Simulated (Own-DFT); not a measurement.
# One host, several defects: grey tin

Everything here is calculated. The program is Own-DFT (plane waves, in-house, since retired, never reviewed by a person); positions were held fixed, and spin and spin-orbit coupling were off.

Settings: PBE; PseudoDojo norm-conserving scalar-relativistic files; cutoff 42 hartree; 3 x 3 x 3 k mesh centred on Gamma; cold (Marzari-Vanderbilt) smearing of 0.2 eV.

Keep in mind (not all hold for every row): not probed for a lower state with spin; forces on such cells moved up to 12 meV/angstrom on a denser k mesh; stress not checked against mesh or cutoff.

All runs share one cell, with vectors in Å (12.978, 0.000, 0.000); (0.000, 12.978, 0.000); (0.000, 0.000, 12.978) and a volume of 2185.9 Å³. The atoms are randomly displaced, by u rms on each axis. The defect's site can differ from row to row.

| cell | formula | u (Å) | P (GPa) |
|---|---|---|---|
| no defect | Sn64 | 0.0184 | 3.37 |
| no defect | Sn64 | 0.0507 | 3.66 |
| no defect | Sn64 | 0.0539 | 3.60 |
| one Sn vacancy | Sn63 | 0.0267 | 3.23 |
| one Sn vacancy | Sn63 | 0.0305 | ? |
| one Sn vacancy | Sn63 | 0.0488 | 3.40 |
| one Sn vacancy | Sn63 | 0.0494 | 3.41 |
| two Sn vacancies | Sn62 | 0.0321 | 3.11 |
| two Sn vacancies | Sn62 | 0.0485 | 3.24 |
| two Sn vacancies | Sn62 | 0.0519 | 3.25 |

## Analysis

P = P0 + c u² + a shift for each defect gives P0 = 3.35 GPa, c = 101 ± 11 GPa/Å² and a scatter of 0.03 GPa. The shifts, and each times the cell's volume:

- one Sn vacancy: -0.19 ± 0.02 GPa, -2.6 eV
- two Sn vacancies: -0.35 ± 0.02 GPa, -4.8 eV (-2.4 eV for each of its 2 sites)

Positive is outwards. The product with the volume (160.2 GPa Å³ to the eV) is nearly free of the cell's size; divided by the bulk modulus at the cell's pressure it gives the volume that the defect adds. The atoms around the defects weren't relaxed, which would change these numbers.

## Check

The question: what pressure belongs in the blank (one Sn vacancy, u = 0.0305 Å)?

The fitted form gives 3.25 ± 0.04 GPa. Computed: 3.27 GPa.
